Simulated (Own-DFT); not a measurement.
Si12O23 (quartz with two neutral oxygen vacancies, strained, atoms displaced) (calculated)

All values are calculated (Own-DFT development build). A calculation, not a measurement: plane-wave PBE and HSE06 DFT by an unreviewed code, no spin, of a simulated cell at Gamma alone, so results move with cell size and shape, stress positive in tension, energies less offsets, not probed for a lower state with spin; oxygen file: force components 24 meV/angstrom off all-electron in a glass; k mesh not checked against a denser one; forces and stress are PBE's, HSE06 gives the energy alone, and its difference from PBE has offsets of its own; offsets are fitted by least squares, one for each functional and potential file, so energies compare only between cells with the same atoms and settings and are not formation energies; the far tail of each file's local potential was reset to the Coulomb form; each entry is a single point on an unrelaxed cell, so the pressure reflects the starting lattice, mostly measured values (interpolated for alloys), from which strain is counted, and rises with the displacements; printed positions are rounded, which can move forces by about a meV/angstrom; the program, named Own-DFT, is a retired in-house code; no spin-orbit coupling.

Settings shared by all entries: first functional PBE; second functional HSE06; exact exchange share 0.25; screening 0.11 1/bohr; exchange divergence Gygi-Baldereschi; potential files PseudoDojo norm-conserving, scalar-relativistic, made for PBE, standard set; wave cutoff 48 hartree; occupations fixed; k mesh 1 x 1 x 1 centred on Gamma.

(1) Si12O23 (quartz with two neutral oxygen vacancies, strained, atoms displaced)

```
CELL_PARAMETERS angstrom
9.94790 0.11850 -0.04570
-4.87130 8.57050 -0.02980
-0.05030 -0.06690 10.82660
ATOMIC_POSITIONS crystal
Si 0.23795 0.99879 0.00624
Si 0.00429 0.23553 0.32067
Si 0.25884 0.26878 0.17368
O 0.21231 0.12907 0.07383
O 0.43481 0.30527 0.22391
O 0.34681 0.07698 0.39292
O 0.06855 0.36581 0.45876
O 0.13565 0.19879 0.27236
O 0.28776 0.40649 0.10696
Si 0.24346 0.00072 0.50720
Si 0.99193 0.23232 0.82962
Si 0.27875 0.28051 0.66173
O 0.20451 0.13006 0.54760
O 0.44912 0.31266 0.73354
O 0.36602 0.07583 0.89753
O 0.12495 0.19824 0.77330
O 0.28278 0.41044 0.60428
Si 0.24293 0.51069 0.99339
Si 0.00982 0.74894 0.33998
Si 0.25757 0.76328 0.15724
O 0.41532 0.80155 0.23121
O 0.38158 0.57900 0.40145
O 0.08552 0.88093 0.44912
O 0.11265 0.68854 0.28192
O 0.28891 0.91488 0.10676
Si 0.23871 0.50316 0.49794
Si 0.00449 0.74463 0.83585
Si 0.27058 0.76840 0.66275
O 0.22091 0.64298 0.56832
O 0.43577 0.80963 0.71848
O 0.37110 0.56911 0.89544
O 0.06601 0.85699 0.94039
O 0.14190 0.70138 0.77297
O 0.29018 0.92320 0.60698
Si 0.74560 0.00137 0.99541
Si 0.49320 0.23222 0.33972
Si 0.75894 0.25967 0.16038
O 0.70365 0.13714 0.05480
O 0.93210 0.29593 0.23780
O 0.86369 0.07701 0.38352
O 0.56721 0.35615 0.43083
O 0.62199 0.18795 0.27158
O 0.78131 0.42495 0.12594
Si 0.73955 0.00226 0.49785
Si 0.49933 0.23631 0.83335
Si 0.75747 0.24902 0.66923
O 0.70861 0.13176 0.56718
O 0.93069 0.29288 0.72378
O 0.87499 0.09873 0.88847
O 0.57744 0.37074 0.94216
O 0.64229 0.21109 0.75878
O 0.78882 0.42110 0.61546
Si 0.73834 0.49613 0.00968
Si 0.51177 0.73780 0.32690
Si 0.76473 0.77662 0.16167
O 0.71672 0.62521 0.06599
O 0.92206 0.77489 0.23376
O 0.86411 0.58016 0.39118
O 0.57401 0.88001 0.43658
O 0.63851 0.71749 0.26469
O 0.78219 0.92419 0.10379
Si 0.75194 0.51376 0.49546
Si 0.50250 0.73755 0.83249
Si 0.76148 0.77202 0.66209
O 0.71497 0.62777 0.55475
O 0.91769 0.78778 0.73894
O 0.86237 0.58210 0.88161
O 0.58081 0.86642 0.94402
O 0.64549 0.72718 0.79183
O 0.79253 0.92711 0.61022
```

| Quantity | Value |
| --- | --- |
| PBE energy of cell above offsets | -6.021 eV |
| HSE06 less PBE above offsets | 1.077 eV |
| PBE pressure | 8.49 GPa |
| PBE stress xx | -5.21 GPa |
| PBE stress yy | -10.98 GPa |
| PBE stress zz | -9.29 GPa |
| PBE stress yz | 3.08 GPa |
| PBE stress xz | -1.06 GPa |
| PBE stress xy | 5.81 GPa |

Force:
```tsv
element	x (eV/Å)	y (eV/Å)	z (eV/Å)
Si	-2.099	0.257	-1.851
Si	3.872	-2.107	9.497
Si	7.866	-4.586	1.144
O	-0.236	-1.51	-1.088
O	-1.023	-1.21	0.719
O	2.768	0.797	-2.227
O	0.778	-0.907	-3.288
O	-2.83	-1.083	2.996
O	-4.033	8.67	-5.378
Si	-1.585	1.508	-1.873
Si	7.117	9.676	-2.926
Si	3.44	-12.18	5.525
O	-1.068	4.388	4.45
O	-4.907	0.29	-3.918
O	0.429	0.322	-0.548
O	2.406	1.093	-1.461
O	-3.714	9.849	-4.449
Si	-3.517	-2.971	3.447
Si	-0.558	-1.452	3.082
Si	1.995	-8.443	3.975
O	2.593	-0.994	1.368
O	0.255	0.503	-0.678
O	-2.16	-3.71	-1.962
O	4.713	0.81	-3.218
O	-1.765	5.116	-2.168
Si	-0.864	0.099	0.262
Si	2.665	-6.558	-3.679
Si	-1.287	1.625	5.324
O	1.241	-5.268	-5.155
O	2.69	-0.827	2.564
O	2.58	2.996	-2.939
O	2.18	6.5	5.946
O	-1.944	1.286	0.798
O	1.654	0.58	1.979
Si	-4.118	2.612	-2.814
Si	0.149	-4.677	-7.176
Si	-0.378	0.164	6.165
O	2.037	-2.4	-2.472
O	-7.492	2.545	-7.503
O	0.26	-0.586	0.995
O	2.579	8.039	7.045
O	0.361	0.673	-0.739
O	1.137	0.344	-0.583
Si	-0.723	1.377	-1.525
Si	3.826	-0.771	2.503
Si	6.188	9.285	-4.326
O	1.159	-4.482	-4.749
O	-2.152	0.541	-1.739
O	-4.311	-10.22	6.646
O	0.762	-0.901	-0.083
O	-9.89	-3.603	10.29
O	-0.566	0.8	-2.454
Si	1.828	-0.561	-5.251
Si	-6.657	1.214	2.514
Si	6.258	-5.728	1.437
O	-3.515	5.238	2.282
O	-5.226	2.694	-4.131
O	2.463	1.882	-2.038
O	1.135	-1.303	-0.733
O	1.105	-0.713	-0.041
O	1.53	2.235	0.728
Si	1.332	-9.615	1.902
Si	-3.345	0.428	0.336
Si	3.538	-5.16	4.004
O	-5.245	6.196	4.258
O	-3.349	1.72	-4.278
O	-0.405	-2.548	3.359
O	-0.47	0.524	-0.062
O	3.508	-0.498	-4.088
O	-0.965	2.69	-1.945
```

(2) Si12O23 (quartz with two neutral oxygen vacancies, strained, atoms displaced)

```
CELL_PARAMETERS angstrom
9.79510 -0.14200 0.06700
-5.02050 8.67630 -0.08480
0.07370 -0.06520 10.73020
ATOMIC_POSITIONS crystal
Si 0.23800 0.99762 0.00572
Si 0.01567 0.24310 0.31890
Si 0.26269 0.26731 0.16479
O 0.19575 0.12144 0.06414
O 0.44243 0.30339 0.22235
O 0.35946 0.07424 0.39128
O 0.08514 0.38127 0.43502
O 0.14894 0.21348 0.28572
O 0.29651 0.42762 0.10650
Si 0.22116 0.00890 0.49230
Si 0.00347 0.22573 0.83081
Si 0.25035 0.24803 0.66971
O 0.20642 0.14322 0.55524
O 0.42190 0.30469 0.73327
O 0.37350 0.07795 0.89441
O 0.07312 0.37278 0.93370
O 0.12752 0.20472 0.77659
O 0.31012 0.42750 0.59290
Si 0.23596 0.49750 0.00172
Si 0.00645 0.75705 0.32900
Si 0.26095 0.76165 0.15755
O 0.18400 0.62952 0.06661
O 0.43627 0.79291 0.22971
O 0.36246 0.56689 0.39414
O 0.05984 0.86345 0.43607
O 0.28866 0.93155 0.11350
Si 0.24280 0.50316 0.50155
Si 0.02412 0.74463 0.83868
Si 0.28117 0.76574 0.66611
O 0.20870 0.63234 0.57848
O 0.42449 0.79277 0.73321
O 0.37520 0.57104 0.88855
O 0.07010 0.86072 0.93107
O 0.13424 0.70097 0.77872
O 0.29425 0.92565 0.61420
Si 0.73681 0.99877 0.00498
Si 0.50765 0.23133 0.31916
Si 0.77468 0.27325 0.16039
O 0.70760 0.12489 0.05798
O 0.92438 0.28617 0.23234
O 0.88051 0.07226 0.39898
O 0.57485 0.35475 0.45859
O 0.62713 0.20570 0.26716
O 0.77638 0.41822 0.10321
Si 0.73882 0.01405 0.50332
Si 0.49711 0.23624 0.83336
Si 0.77669 0.27728 0.66651
O 0.71814 0.14232 0.55467
O 0.91307 0.29005 0.72417
O 0.87806 0.06852 0.90321
O 0.55584 0.35486 0.93563
O 0.62110 0.20354 0.76301
O 0.79837 0.42084 0.60074
Si 0.72987 0.50515 0.98495
Si 0.50337 0.72892 0.32706
Si 0.76204 0.75950 0.16171
O 0.69971 0.63148 0.05084
O 0.91091 0.78193 0.22164
O 0.57153 0.84922 0.42801
O 0.63947 0.71275 0.26676
O 0.79073 0.91973 0.12210
Si 0.72118 0.49059 0.50096
Si 0.48554 0.73738 0.82599
Si 0.76219 0.77283 0.67157
O 0.71330 0.64980 0.55933
O 0.93894 0.79071 0.72058
O 0.86112 0.55115 0.88883
O 0.56850 0.86751 0.95071
O 0.61209 0.69590 0.78148
O 0.78678 0.93267 0.59671
```

| Item | Value |
| --- | --- |
| PBE energy of cell above offsets | -4.432 eV |
| HSE06 less PBE above offsets | 0.647 eV |
| PBE pressure | 12.6 GPa |
| PBE stress xx | -15.48 GPa |
| PBE stress yy | -8.7 GPa |
| PBE stress zz | -13.61 GPa |
| PBE stress yz | -6.46 GPa |
| PBE stress xz | 0.77 GPa |
| PBE stress xy | 1.11 GPa |

Force:
```tsv
element	x (eV/Å)	y (eV/Å)	z (eV/Å)
Si	-1.201	0.886	-3.217
Si	-2.909	-1.743	9.472
Si	4.211	-0.752	0.409
O	-0.719	1.366	0.553
O	-2.8	-0.003	-1.519
O	0.707	1.056	-1.579
O	-2.017	-2.791	-1.971
O	3.302	-0.609	-2.046
O	-0.41	0.048	0.19
Si	3.993	-3.101	2.16
Si	-10.19	2.835	3.255
Si	3.075	7.886	-0.877
O	-0.957	-2.482	-1.911
O	-0.356	-1.425	-0.184
O	-1.748	-3.203	1.736
O	0.126	-1.135	-0.133
O	5.253	-1.947	-2.007
O	0.11	-2.689	2.99
Si	-0.981	2.133	-1.939
Si	1.864	-8.94	-5.613
Si	0.264	4.698	8.233
O	2.153	-5.753	-5.048
O	-4.795	0.23	-4.473
O	2.622	2.716	-3.796
O	-0.151	6.328	6.408
O	1.93	-0.993	0.686
Si	-1.569	0.046	2.512
Si	-5.947	-9.881	-8.6
Si	-9.058	4.356	0.41
O	1.421	-5.773	-5.249
O	-0.602	4.665	-3.78
O	-2.833	-1.471	2.535
O	0.314	9.608	10.12
O	5.485	-0.416	-2.016
O	-1.519	0.926	-1.902
Si	2.127	-3.644	1.105
Si	-9.267	1.581	7.712
Si	-1.676	-1.993	-0.509
O	-1.688	4.052	2.315
O	-2.42	1.596	-3.61
O	0.466	2.465	-1.924
O	-4.892	-7.708	-5.355
O	9.705	-1.375	-3.915
O	-0.107	1.049	-0.786
Si	0.598	-4.236	-6.451
Si	-0.198	-1.728	-5.133
Si	-9.156	-3.833	-3.268
O	-3.063	2.736	1.458
O	11.95	-0.475	6.751
O	0.43	0.392	-1.051
O	1.049	5.679	4.982
O	1.322	0.283	-0.507
O	-1.456	3.79	-1.226
Si	-1.491	-3.65	3.416
Si	-0.79	-3.61	0.3
Si	-1.557	-1.009	-2.189
O	-0.162	-0.063	-0.607
O	4.128	1.228	0.809
O	0.95	6.728	6.265
O	-0.543	-2.902	1.577
O	-1.876	4.149	-3.621
Si	5.473	9.252	2.13
Si	6.921	-1.567	10.09
Si	1.301	-0.12	0.153
O	0.378	-2.588	-0.776
O	-2.016	0.148	0.786
O	2.82	3.893	-3.008
O	-0.769	-1.667	-2.208
O	4.401	1.768	-3.013
O	3.039	-3.298	5.504
```
